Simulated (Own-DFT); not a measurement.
## Calculated data, Al$_{3}$GaN$_{4}$ (wurtzite random alloy, strained, atoms displaced)

All values are calculated (Own-DFT development build). A calculation, not a measurement: plane-wave PBE density functional theory by an unreviewed code, no spin, of a simulated periodic cell, stress positive in tension, free energy of the whole cell less one offset for each atom, forces on such cells passed a denser k mesh, this cell's mesh not checked; offsets are fitted by least squares, one for each functional and potential file, so energies compare only between cells with the same atoms and settings and are not formation energies; the far tail of each file's local potential was reset to the Coulomb form; each entry is a single point on an unrelaxed cell, so the pressure reflects the starting lattice, mostly measured values, from which strain is counted, and rises with the displacements; printed positions are rounded, which can move forces by about a meV/angstrom; the program is a retired in-house code; no spin-orbit coupling.

Settings shared by all entries: functional PBE; potential files PseudoDojo norm-conserving, scalar-relativistic, standard set with the stringent files for Ga; wave cutoff 96 hartree; occupations Gaussian; smearing width 0.01 eV; k mesh 4 x 4 x 3 centred on Gamma.

```json
{"entry": 1, "formula": "Al3GaN4", "kind": "wurtzite random alloy, strained, atoms displaced", "structure": {"cell_angstrom": [[9.3938, 0.0, 0.0], [-4.6969, 8.1352, 0.0], [0.0, 0.0, 10.1913]], "atoms_fractional": [["Al", 0.1168, 0.22227, 0.99275], ["Ga", 0.22437, 0.11508, 0.24065], ["N", 0.10348, 0.21487, 0.1905], ["N", 0.22561, 0.11746, 0.43527], ["Al", 0.10769, 0.22698, 0.49836], ["Ga", 0.22927, 0.10871, 0.74306], ["N", 0.10607, 0.21708, 0.69064], ["N", 0.22966, 0.11565, 0.94735], ["Al", 0.11264, 0.56747, 0.00314], ["Ga", 0.2112, 0.43826, 0.2559], ["N", 0.10627, 0.55533, 0.18155], ["N", 0.22568, 0.44097, 0.44045], ["Al", 0.11447, 0.56177, 0.49899], ["Al", 0.22767, 0.4524, 0.75273], ["N", 0.11413, 0.5552, 0.68885], ["N", 0.2188, 0.43077, 0.94493], ["Al", 0.10254, 0.88373, 0.00852], ["Al", 0.22302, 0.77296, 0.25433], ["N", 0.10817, 0.88582, 0.18721], ["N", 0.21065, 0.77172, 0.43793], ["Ga", 0.10107, 0.88534, 0.50356], ["Al", 0.23983, 0.78743, 0.75493], ["N", 0.1039, 0.88801, 0.69692], ["N", 0.2135, 0.76641, 0.94222], ["Al", 0.43223, 0.22149, 0.00767], ["Al", 0.55203, 0.11196, 0.24642], ["N", 0.44963, 0.22581, 0.18964], ["N", 0.55433, 0.10419, 0.44569], ["Ga", 0.44772, 0.22211, 0.50707], ["Al", 0.55415, 0.11611, 0.74873], ["N", 0.45388, 0.22492, 0.69226], ["N", 0.55247, 0.11402, 0.93619], ["Al", 0.45173, 0.56172, 0.00222], ["Al", 0.56466, 0.45086, 0.23767], ["N", 0.45143, 0.55802, 0.18735], ["N", 0.54909, 0.43843, 0.44506], ["Al", 0.45708, 0.56221, 0.50253], ["Ga", 0.55788, 0.44312, 0.74548], ["N", 0.4449, 0.55905, 0.69613], ["N", 0.56805, 0.45377, 0.93731], ["Al", 0.44739, 0.89112, 0.00247], ["Al", 0.56011, 0.77851, 0.25699], ["N", 0.44724, 0.89872, 0.19578], ["N", 0.55945, 0.77903, 0.44092], ["Ga", 0.43703, 0.88213, 0.50577], ["Al", 0.55732, 0.78184, 0.75144], ["N", 0.44851, 0.89175, 0.69066], ["N", 0.56129, 0.7784, 0.94058], ["Al", 0.77727, 0.23092, 0.99756], ["Al", 0.89831, 0.11491, 0.24942], ["N", 0.77676, 0.22057, 0.18525], ["N", 0.88943, 0.11456, 0.42761], ["Al", 0.78801, 0.23375, 0.5008], ["Al", 0.89408, 0.11593, 0.74981], ["N", 0.77227, 0.21331, 0.68231], ["N", 0.88902, 0.11599, 0.93558], ["Ga", 0.78081, 0.5586, 0.00425], ["Al", 0.8847, 0.45267, 0.24894], ["N", 0.78371, 0.56178, 0.18422], ["N", 0.89405, 0.44638, 0.44871], ["Al", 0.78158, 0.55164, 0.49516], ["Al", 0.87592, 0.43322, 0.74686], ["N", 0.77322, 0.55551, 0.68267], ["N", 0.87966, 0.44465, 0.93906], ["Ga", 0.77811, 0.88392, 0.9959], ["Al", 0.8799, 0.7767, 0.24858], ["N", 0.78636, 0.89731, 0.18685], ["N", 0.89384, 0.78484, 0.43435], ["Al", 0.7791, 0.88228, 0.50687], ["Al", 0.88473, 0.7758, 0.73685], ["N", 0.78441, 0.8913, 0.68484], ["N", 0.88544, 0.78047, 0.94372]]}, "results": {"free_energy_of_cell_above_offsets [eV]": "-22.738", "pressure [GPa]": 3.96, "stress_xx [GPa]": -4.58, "stress_yy [GPa]": -5.26, "stress_zz [GPa]": -2.03, "stress_yz [GPa]": 0.54, "stress_xz [GPa]": -0.18, "stress_xy [GPa]": -0.07, "force_element": ["Al", "Ga", "N", "N", "Al", "Ga", "N", "N", "Al", "Ga", "N", "N", "Al", "Al", "N", "N", "Al", "Al", "N", "N", "Ga", "Al", "N", "N", "Al", "Al", "N", "N", "Ga", "Al", "N", "N", "Al", "Al", "N", "N", "Al", "Ga", "N", "N", "Al", "Al", "N", "N", "Ga", "Al", "N", "N", "Al", "Al", "N", "N", "Al", "Al", "N", "N", "Ga", "Al", "N", "N", "Al", "Al", "N", "N", "Ga", "Al", "N", "N", "Al", "Al", "N", "N"], "force_x [eV/angstrom]": [-1.558, 0.085, 0.743, -0.719, 0.871, -1.394, 0.666, -1.303, 0.451, 1.027, -0.358, -0.578, 0.931, -0.413, -0.669, -0.169, 0.545, -0.75, 0.285, 0.874, 1.532, -2.56, 2.011, 0.701, 2.992, 1.27, 0.25, 0.605, -0.363, 1.686, -0.796, -0.137, -0.361, -1.074, -0.385, 1.588, -1.235, -0.786, -0.166, -2.276, -0.156, -0.193, 0.356, 0.513, 0.265, 0.889, 0.094, -2.444, 0.483, -2.314, -0.354, 0.061, -0.359, -0.563, 0.12, 0.087, -0.239, 1.73, -0.587, -0.31, -1.556, 1.009, 1.822, 2.218, -0.818, 1.264, -1.008, -1.773, -0.793, 0.223, -1.224, 2.492], "force_y [eV/angstrom]": [-1.342, -0.815, 1.456, -0.54, -1.266, 0.877, 1.619, -2.013, -4.103, 0.28, 0.461, 1.824, -1.291, -1.514, 0.548, 3.667, 0.638, 0.97, -0.979, 0.218, 1.967, -1.969, -1.134, 3.58, 1.434, 0.687, 0.878, 1.322, -0.965, -0.852, -0.709, -0.38, -1.198, -0.943, 0.523, 2.216, -1.101, 0.932, 0.599, -1.604, 0.191, 0.832, -2.299, -0.565, 0.605, -0.126, 0.268, -0.199, -1.398, -0.756, 1.048, -0.223, -2.972, -0.692, 0.889, 0.333, 0.42, -1.787, -0.091, 0.751, 0.584, 1.437, 0.392, 0.146, 2.387, 1.425, -1.127, -2.406, 1.815, -0.418, -0.053, -0.385], "force_z [eV/angstrom]": [1.222, 1.663, -1.892, 1.074, 0.154, 1.512, -0.799, -0.885, -0.948, -1.341, 2.003, 1.161, 1.131, 0.407, 0.218, -0.934, -1.634, -1.07, 1.038, -0.091, -0.284, 0.086, -0.548, -0.81, -1.217, 1.479, -0.321, -1.276, -1.657, 0.742, -0.016, 0.451, -0.718, 1.773, 0.452, -1.688, 0.146, 1.497, -1.272, 0.907, 0.175, -1.276, -0.818, 0.284, -1.269, 0.218, 1.271, -0.815, 0.34, -0.678, 0.71, 2.606, -0.943, 0.276, 1.105, -0.059, -1.856, 0.052, 2.765, -2.096, 0.408, 0.34, -0.452, -1.14, 1.026, -0.22, 1.125, -0.017, -2.09, 2.499, 1.037, -2.219]}}
{"entry": 2, "formula": "Al3GaN4", "kind": "wurtzite random alloy, strained, atoms displaced", "structure": {"cell_angstrom": [[9.3938, 0.0, 0.0], [-4.6969, 8.1352, 0.0], [0.0, 0.0, 10.1913]], "atoms_fractional": [["Al", 0.10528, 0.21456, 0.99798], ["Al", 0.22677, 0.11597, 0.24463], ["N", 0.10414, 0.2137, 0.18858], ["N", 0.22858, 0.1197, 0.44035], ["Al", 0.10829, 0.2212, 0.49761], ["Ga", 0.226, 0.11485, 0.74647], ["N", 0.10904, 0.21772, 0.69521], ["N", 0.22831, 0.10348, 0.94233], ["Al", 0.11485, 0.56161, 0.9933], ["Al", 0.22115, 0.44858, 0.24728], ["N", 0.11202, 0.56263, 0.19234], ["N", 0.20558, 0.431, 0.43311], ["Ga", 0.09939, 0.55796, 0.50097], ["Al", 0.21266, 0.43976, 0.75844], ["N", 0.11563, 0.55302, 0.69776], ["N", 0.21314, 0.43646, 0.94556], ["Al", 0.11027, 0.89523, 0.0074], ["Al", 0.23292, 0.78865, 0.24347], ["N", 0.11546, 0.90593, 0.18617], ["N", 0.22883, 0.78096, 0.44093], ["Al", 0.106, 0.88655, 0.51096], ["Al", 0.22618, 0.7796, 0.75226], ["N", 0.10456, 0.87927, 0.68514], ["N", 0.22001, 0.7698, 0.94217], ["Al", 0.44417, 0.22154, 0.99731], ["Al", 0.55902, 0.11186, 0.24792], ["N", 0.43654, 0.22339, 0.18463], ["N", 0.5535, 0.10975, 0.44311], ["Ga", 0.44663, 0.21822, 0.48934], ["Ga", 0.54997, 0.1058, 0.74833], ["N", 0.44543, 0.21763, 0.68985], ["N", 0.55297, 0.10311, 0.94573], ["Al", 0.45405, 0.54783, 0.997], ["Al", 0.56137, 0.4519, 0.24803], ["N", 0.44463, 0.56323, 0.19352], ["N", 0.55703, 0.44885, 0.44595], ["Ga", 0.44551, 0.5606, 0.49919], ["Al", 0.55437, 0.44069, 0.74819], ["N", 0.44781, 0.5649, 0.68938], ["N", 0.54541, 0.43858, 0.94843], ["Ga", 0.44732, 0.89021, 0.99748], ["Al", 0.56167, 0.78115, 0.24471], ["N", 0.44972, 0.88846, 0.18645], ["N", 0.56467, 0.78465, 0.44052], ["Al", 0.45303, 0.88832, 0.50525], ["Al", 0.55403, 0.76828, 0.75418], ["N", 0.4493, 0.89721, 0.68755], ["N", 0.56229, 0.78079, 0.9494], ["Al", 0.78472, 0.2226, 0.99685], ["Al", 0.88296, 0.10676, 0.24718], ["N", 0.76867, 0.21461, 0.18741], ["N", 0.89414, 0.10296, 0.44526], ["Al", 0.76508, 0.21992, 0.50672], ["Ga", 0.90293, 0.12505, 0.74666], ["N", 0.77594, 0.21627, 0.69178], ["N", 0.89808, 0.11351, 0.93178], ["Al", 0.78922, 0.571, 0.0036], ["Al", 0.88778, 0.44433, 0.23997], ["N", 0.77867, 0.55284, 0.19272], ["N", 0.87757, 0.43892, 0.43688], ["Al", 0.76564, 0.54729, 0.50051], ["Al", 0.90095, 0.45545, 0.74241], ["N", 0.76856, 0.55013, 0.68818], ["N", 0.89103, 0.43601, 0.93637], ["Ga", 0.78238, 0.8935, 0.99466], ["Al", 0.88125, 0.77079, 0.24597], ["N", 0.77552, 0.88926, 0.19817], ["N", 0.88929, 0.77317, 0.43807], ["Al", 0.77553, 0.88241, 0.49955], ["Ga", 0.90374, 0.78176, 0.75592], ["N", 0.7676, 0.87837, 0.68511], ["N", 0.90555, 0.78304, 0.94324]]}, "results": {"free_energy_of_cell_above_offsets [eV]": "-22.325", "pressure [GPa]": 4.28, "stress_xx [GPa]": -6.73, "stress_yy [GPa]": -6.49, "stress_zz [GPa]": 0.37, "stress_yz [GPa]": 0.58, "stress_xz [GPa]": 0.37, "stress_xy [GPa]": -1.86, "force_element": ["Al", "Al", "N", "N", "Al", "Ga", "N", "N", "Al", "Al", "N", "N", "Ga", "Al", "N", "N", "Al", "Al", "N", "N", "Al", "Al", "N", "N", "Al", "Al", "N", "N", "Ga", "Ga", "N", "N", "Al", "Al", "N", "N", "Ga", "Al", "N", "N", "Ga", "Al", "N", "N", "Al", "Al", "N", "N", "Al", "Al", "N", "N", "Al", "Ga", "N", "N", "Al", "Al", "N", "N", "Al", "Al", "N", "N", "Ga", "Al", "N", "N", "Al", "Ga", "N", "N"], "force_x [eV/angstrom]": [1.535, -1.329, -0.354, -1.296, 0.64, 0.349, 1.928, -1.476, 0.022, -0.118, -0.173, 0.569, 1.441, 1.985, -0.521, 1.326, 2.365, -1.041, 0.377, -0.443, 0.618, 0.293, 2.619, -0.997, 0.736, -1.48, 2.159, 1.638, -1.267, 1.055, -0.637, 0.258, -4.322, -1.388, 0.979, -0.211, -1.252, -0.66, -0.491, 3.703, -0.351, -1.288, -0.364, -1.088, -1.039, -0.127, 0.048, -0.072, -0.853, 0.805, 1.34, -2.19, 2.371, -2.52, -0.487, -1.151, 0.185, 1.008, -0.516, -0.564, 1.509, -2.023, 1.573, -1.057, 0.482, 1.116, 1.138, -0.098, 1.121, -3.528, 0.977, -1.495], "force_y [eV/angstrom]": [0.636, 0.329, 1.186, -1.814, -0.269, -1.009, 2.659, 0.991, -2.07, -0.82, -0.129, 1.693, -0.418, 0.133, 1.187, 0.769, -0.117, -0.593, -2.761, 0.91, 0.417, 0.095, 1.187, 1.898, -0.839, -0.544, 0.9, -1.177, 1.022, 1.343, 1.712, 2.902, 1.974, -1.121, -1.055, -0.607, -0.637, 0.098, -2.918, 0.154, -1.173, -0.334, 0.686, -0.217, -0.207, 2.43, -3.45, -2.293, -0.841, 0.748, 1.266, 0.449, -0.017, -3.438, 2.259, 0.02, -2.839, -0.603, 0.621, -0.466, 1.668, -2.117, 0.017, 1.877, 0.198, 1.868, -0.329, -0.347, 0.6, -1.248, 0.683, -0.766], "force_z [eV/angstrom]": [1.051, 1.539, -0.553, -0.413, 0.226, 0.877, -2.099, -0.615, 1.688, -0.017, -1.087, 0.531, -0.781, -0.375, -0.657, -0.526, -0.359, 1.142, 0.812, -0.202, -3.713, -0.133, 1.155, -1.17, 0.767, 0.168, 0.719, -1.658, 1.507, 1.633, -0.347, -0.859, 1.857, 0.575, -0.793, -2.143, -0.267, 0.295, 1.266, -2.206, 0.832, 1.194, 1.225, -1.194, -0.946, 0.199, 0.51, -2.103, -0.021, 1.588, -0.456, -0.869, -0.715, -0.181, -0.701, 1.491, -0.527, 1.46, -1.408, -0.093, 0.093, 1.172, 0.437, 0.095, 1.083, 1.586, -1.468, -0.005, 0.31, -0.792, 1.09, 0.281]}}
{"entry": 3, "formula": "Al3GaN4", "kind": "wurtzite random alloy, strained, atoms displaced", "structure": {"cell_angstrom": [[9.3938, 0.0, 0.0], [-4.6969, 8.1352, 0.0], [0.0, 0.0, 10.1913]], "atoms_fractional": [["Al", 0.10169, 0.2189, 0.00808], ["Al", 0.23489, 0.11447, 0.2468], ["N", 0.11189, 0.21572, 0.18467], ["N", 0.21539, 0.10774, 0.44559], ["Al", 0.12218, 0.23309, 0.50443], ["Al", 0.22513, 0.10863, 0.74562], ["N", 0.11479, 0.21911, 0.69103], ["N", 0.22757, 0.1168, 0.9394], ["Al", 0.13104, 0.57251, 0.00111], ["Ga", 0.21893, 0.44445, 0.24981], ["N", 0.107, 0.55307, 0.18771], ["N", 0.22908, 0.43872, 0.45012], ["Al", 0.10664, 0.55929, 0.48415], ["Al", 0.22686, 0.44235, 0.75192], ["N", 0.10684, 0.55282, 0.6928], ["N", 0.22436, 0.45014, 0.93175], ["Al", 0.10232, 0.88561, 0.00067], ["Al", 0.2214, 0.7724, 0.26137], ["N", 0.10594, 0.88224, 0.19231], ["N", 0.22059, 0.7676, 0.43365], ["Ga", 0.11118, 0.88787, 0.49471], ["Al", 0.21782, 0.77782, 0.74755], ["N", 0.10729, 0.88968, 0.69139], ["N", 0.21849, 0.7751, 0.94479], ["Al", 0.44315, 0.22111, 0.98921], ["Al", 0.55174, 0.1072, 0.24953], ["N", 0.44571, 0.22388, 0.19084], ["N", 0.56274, 0.11699, 0.44145], ["Al", 0.44611, 0.22058, 0.49895], ["Al", 0.56442, 0.11649, 0.75379], ["N", 0.44532, 0.22299, 0.6962], ["N", 0.55455, 0.10463, 0.94414], ["Ga", 0.44802, 0.56516, 0.00154], ["Al", 0.55393, 0.45191, 0.25073], ["N", 0.44097, 0.56213, 0.18009], ["N", 0.55408, 0.43631, 0.43804], ["Al", 0.45202, 0.56178, 0.49749], ["Al", 0.55732, 0.43701, 0.75182], ["N", 0.43701, 0.55568, 0.68704], ["N", 0.56351, 0.44348, 0.94069], ["Al", 0.45311, 0.89211, 0.0062], ["Ga", 0.54915, 0.77386, 0.24279], ["N", 0.44813, 0.89922, 0.19178], ["N", 0.54844, 0.77323, 0.43483], ["Ga", 0.4523, 0.88676, 0.48751], ["Al", 0.54277, 0.77687, 0.7495], ["N", 0.44726, 0.88733, 0.68879], ["N", 0.55746, 0.78505, 0.93338], ["Al", 0.78277, 0.23032, 0.98699], ["Al", 0.87884, 0.10918, 0.24281], ["N", 0.77343, 0.22373, 0.18878], ["N", 0.8883, 0.10743, 0.4363], ["Al", 0.77889, 0.21602, 0.49913], ["Ga", 0.88528, 0.10972, 0.754], ["N", 0.77616, 0.22746, 0.69028], ["N", 0.88469, 0.10162, 0.94489], ["Ga", 0.78376, 0.56087, 0.9976], ["Al", 0.89814, 0.45463, 0.24707], ["N", 0.77854, 0.55899, 0.1984], ["N", 0.88902, 0.44669, 0.44143], ["Al", 0.77178, 0.55711, 0.49655], ["Ga", 0.89557, 0.44428, 0.74757], ["N", 0.76457, 0.54605, 0.68685], ["N", 0.87979, 0.44294, 0.93058], ["Al", 0.78658, 0.8965, 0.99544], ["Ga", 0.89469, 0.79145, 0.25541], ["N", 0.78296, 0.89302, 0.18835], ["N", 0.87992, 0.77263, 0.44061], ["Al", 0.77099, 0.87928, 0.50292], ["Al", 0.89152, 0.77729, 0.76098], ["N", 0.7788, 0.89156, 0.68168], ["N", 0.88592, 0.77724, 0.94843]]}, "results": {"free_energy_of_cell_above_offsets [eV]": "-22.568", "pressure [GPa]": 4.11, "stress_xx [GPa]": -4.0, "stress_yy [GPa]": -7.2, "stress_zz [GPa]": -1.13, "stress_yz [GPa]": 0.93, "stress_xz [GPa]": 0.56, "stress_xy [GPa]": -0.47, "force_element": ["Al", "Al", "N", "N", "Al", "Al", "N", "N", "Al", "Ga", "N", "N", "Al", "Al", "N", "N", "Al", "Al", "N", "N", "Ga", "Al", "N", "N", "Al", "Al", "N", "N", "Al", "Al", "N", "N", "Ga", "Al", "N", "N", "Al", "Al", "N", "N", "Al", "Ga", "N", "N", "Ga", "Al", "N", "N", "Al", "Al", "N", "N", "Al", "Ga", "N", "N", "Ga", "Al", "N", "N", "Al", "Ga", "N", "N", "Al", "Ga", "N", "N", "Al", "Al", "N", "N"], "force_x [eV/angstrom]": [1.684, -1.823, -0.558, 1.533, -1.247, -0.635, -0.224, -1.43, -1.219, 0.584, 0.755, -1.283, 1.313, -1.234, 2.183, -0.57, 1.804, -0.61, 2.241, -0.126, -0.735, 0.877, 0.602, 0.187, 0.679, 0.345, 0.439, -0.769, -0.373, -1.149, 0.566, 0.064, 0.733, 1.035, 0.845, -1.132, -0.209, -1.534, 1.752, -1.567, -1.326, 1.093, -0.95, 2.687, -1.935, 2.178, -1.909, 0.722, -0.58, 0.888, 0.498, 0.149, 0.425, 0.736, 0.498, -0.286, -0.351, -2.23, -0.16, -0.23, 1.076, -1.778, 0.923, 2.369, -1.418, -0.409, -1.469, 0.121, 0.181, -1.197, -0.266, 0.152], "force_y [eV/angstrom]": [0.956, -0.945, 0.054, 1.407, -3.006, 0.377, 0.634, -1.335, -3.078, -1.269, 1.445, 2.513, -2.348, -0.056, 1.53, -0.977, 1.136, 0.966, 1.448, 1.525, -0.64, -0.311, -0.699, 2.504, 0.265, 2.653, 0.606, -0.5, -0.319, -1.288, -0.912, 1.062, -1.231, -0.958, -1.614, 1.2, -1.59, 1.262, 0.24, -0.24, -0.166, 1.771, -2.061, -0.763, 1.261, -0.599, 1.125, 0.535, -1.039, 0.782, 0.612, 0.089, 1.083, 0.151, -1.596, 2.819, -1.509, -2.03, -0.2, -0.415, -0.983, 0.662, 2.077, 0.488, -2.461, -1.648, 0.075, 0.256, 1.71, -0.639, -1.554, 1.697], "force_z [eV/angstrom]": [-2.188, 0.552, 1.425, -1.378, 0.272, 0.951, 0.048, -0.185, -0.427, 0.609, -0.151, -1.937, 3.214, -1.117, -1.719, 1.86, 0.683, -3.828, -0.401, 1.174, 1.066, 0.347, 0.401, -0.968, 1.657, 0.256, -0.6, -0.826, 0.71, -0.295, -1.083, -1.017, -2.526, -0.569, 2.244, -0.219, 1.239, 0.18, 0.017, -0.624, -0.775, 0.662, -0.225, -0.434, 2.375, -0.376, -0.229, 0.82, 2.146, 1.276, -0.771, 0.164, -0.008, -1.141, -0.772, -0.478, 1.9, 0.748, -0.678, -0.845, 0.742, -0.486, -0.17, 1.829, 1.535, -0.248, -1.348, 0.768, -0.992, -2.055, 2.063, -1.843]}}
{"entry": 4, "formula": "Al3GaN4", "kind": "wurtzite random alloy, strained, atoms displaced", "structure": {"cell_angstrom": [[9.3938, 0.0, 0.0], [-4.6969, 8.1352, 0.0], [0.0, 0.0, 10.1913]], "atoms_fractional": [["Al", 0.10471, 0.21895, 0.99406], ["Al", 0.22242, 0.11298, 0.23842], ["N", 0.11314, 0.21493, 0.18972], ["N", 0.23005, 0.11032, 0.44344], ["Al", 0.11168, 0.22012, 0.49394], ["Al", 0.2226, 0.10353, 0.75287], ["N", 0.10043, 0.21375, 0.69141], ["N", 0.2164, 0.10176, 0.93862], ["Al", 0.10309, 0.55504, 0.99796], ["Al", 0.22959, 0.45247, 0.2521], ["N", 0.11012, 0.54901, 0.1964], ["N", 0.21773, 0.4371, 0.43993], ["Al", 0.1179, 0.56565, 0.49625], ["Ga", 0.22167, 0.43351, 0.74636], ["N", 0.09765, 0.54434, 0.68954], ["N", 0.21031, 0.44021, 0.94734], ["Ga", 0.11379, 0.89351, 0.99989], ["Al", 0.22587, 0.77935, 0.24739], ["N", 0.11471, 0.89274, 0.18681], ["N", 0.21843, 0.77985, 0.43991], ["Al", 0.11855, 0.89457, 0.4924], ["Al", 0.22365, 0.76915, 0.74957], ["N", 0.11776, 0.89572, 0.6908], ["N", 0.22212, 0.76796, 0.94093], ["Al", 0.44432, 0.21465, 0.00086], ["Al", 0.55032, 0.10805, 0.2582], ["N", 0.44655, 0.22228, 0.19802], ["N", 0.55534, 0.11002, 0.44933], ["Al", 0.44654, 0.22228, 0.49283], ["Al", 0.54937, 0.11358, 0.75086], ["N", 0.44767, 0.22431, 0.68576], ["N", 0.56621, 0.1154, 0.9417], ["Al", 0.44531, 0.56272, 3e-05], ["Ga", 0.55559, 0.44008, 0.25264], ["N", 0.43743, 0.55404, 0.19044], ["N", 0.55397, 0.44387, 0.43588], ["Ga", 0.4432, 0.55949, 0.5], ["Al", 0.55775, 0.44936, 0.73931], ["N", 0.43863, 0.54574, 0.68993], ["N", 0.55857, 0.44429, 0.93125], ["Al", 0.44102, 0.8863, 0.00015], ["Al", 0.56018, 0.78645, 0.25455], ["N", 0.44873, 0.89346, 0.18546], ["N", 0.54661, 0.77203, 0.44542], ["Al", 0.44248, 0.89329, 0.4974], ["Ga", 0.56236, 0.77921, 0.75059], ["N", 0.45135, 0.89188, 0.69394], ["N", 0.56442, 0.77761, 0.94218], ["Al", 0.78532, 0.22529, 0.00718], ["Al", 0.88477, 0.10381, 0.25155], ["N", 0.77132, 0.2284, 0.19015], ["N", 0.88489, 0.11053, 0.43461], ["Al", 0.77891, 0.22341, 0.50649], ["Al", 0.88615, 0.10357, 0.74499], ["N", 0.78399, 0.22936, 0.69466], ["N", 0.89118, 0.11286, 0.94293], ["Al", 0.77336, 0.55013, 0.99821], ["Al", 0.88717, 0.43901, 0.24114], ["N", 0.77171, 0.54977, 0.18717], ["N", 0.87857, 0.43953, 0.44277], ["Ga", 0.77089, 0.55508, 0.50514], ["Ga", 0.90062, 0.44953, 0.75112], ["N", 0.77636, 0.56327, 0.69106], ["N", 0.87935, 0.45065, 0.9393], ["Al", 0.77585, 0.88287, 0.00221], ["Ga", 0.8896, 0.77942, 0.24464], ["N", 0.77078, 0.88877, 0.19328], ["N", 0.88626, 0.78179, 0.44046], ["Al", 0.78484, 0.88577, 0.49669], ["Ga", 0.88947, 0.7772, 0.75019], ["N", 0.78479, 0.887, 0.69063], ["N", 0.89525, 0.77398, 0.94659]]}, "results": {"free_energy_of_cell_above_offsets [eV]": "-23.755", "pressure [GPa]": 3.62, "stress_xx [GPa]": -5.05, "stress_yy [GPa]": -6.7, "stress_zz [GPa]": 0.89, "stress_yz [GPa]": 0.31, "stress_xz [GPa]": 0.73, "stress_xy [GPa]": -0.71, "force_element": ["Al", "Al", "N", "N", "Al", "Al", "N", "N", "Al", "Al", "N", "N", "Al", "Ga", "N", "N", "Ga", "Al", "N", "N", "Al", "Al", "N", "N", "Al", "Al", "N", "N", "Al", "Al", "N", "N", "Al", "Ga", "N", "N", "Ga", "Al", "N", "N", "Al", "Al", "N", "N", "Al", "Ga", "N", "N", "Al", "Al", "N", "N", "Al", "Al", "N", "N", "Al", "Al", "N", "N", "Ga", "Ga", "N", "N", "Al", "Ga", "N", "N", "Al", "Ga", "N", "N"], "force_x [eV/angstrom]": [1.102, 0.705, -1.831, -1.334, -0.062, -0.353, 1.66, 0.597, 0.277, -0.571, -0.632, -0.815, -1.15, -1.41, 4.327, 1.108, 0.674, -0.447, 0.976, 1.274, -1.449, -0.53, 1.096, 0.252, -0.019, 0.682, -0.212, 0.368, -0.245, 1.726, -0.759, -1.12, 0.3, -0.827, 1.017, -0.479, 0.145, 0.471, 0.434, -1.341, 1.071, -0.763, -0.398, 0.568, 0.52, -0.325, -1.352, -1.496, -0.851, 0.02, 1.165, 0.393, 0.146, -0.977, -0.486, -0.695, -1.321, -0.671, 1.277, 1.564, 1.08, -4.102, 0.358, 2.68, 0.903, 0.013, 0.334, 2.038, -2.292, 1.391, -1.274, -2.123], "force_y [eV/angstrom]": [0.257, -0.223, 1.042, 0.403, -0.642, 1.593, -0.752, 3.06, -0.776, -2.086, 1.271, 0.986, -2.553, 0.252, 3.647, 0.617, -1.983, -0.486, -0.347, 0.261, -0.444, 0.693, -1.754, 0.959, 1.341, 0.722, -1.729, 0.054, 0.47, 0.457, 0.025, -1.069, -1.927, 1.215, 1.61, -0.55, -1.908, -1.335, 1.424, -0.417, 0.626, -1.828, -0.407, 2.889, -0.774, -0.528, -0.334, 0.15, -0.043, 1.754, -2.117, -0.386, 0.279, 1.036, -2.33, -1.231, 0.814, 1.317, 0.643, 0.602, 0.203, -1.611, -1.395, -1.27, 1.032, -0.847, 0.219, -0.102, 1.052, 0.568, 0.802, -0.162], "force_z [eV/angstrom]": [1.231, 1.856, -0.384, -1.549, 0.751, -0.775, -1.091, -0.36, 0.867, -0.088, -0.989, -0.262, 0.321, 1.214, -2.109, -0.653, 0.041, -0.077, 1.166, -0.824, 1.56, 0.041, -0.951, -0.583, -0.228, -0.536, -1.689, -1.438, 1.361, 0.317, -0.032, -0.111, 0.12, -0.683, -0.432, 1.379, 0.172, 1.786, -0.19, 0.812, -0.647, -0.104, 1.139, -1.247, 1.416, 0.082, -0.887, 0.235, -1.241, -0.626, 0.243, 1.003, -0.098, 1.285, -0.671, -0.554, 0.443, 2.211, -0.606, -0.983, -0.825, 1.102, 0.001, 0.972, 0.064, 0.639, -0.948, -0.598, 0.872, 1.113, -1.476, -0.266]}}
```
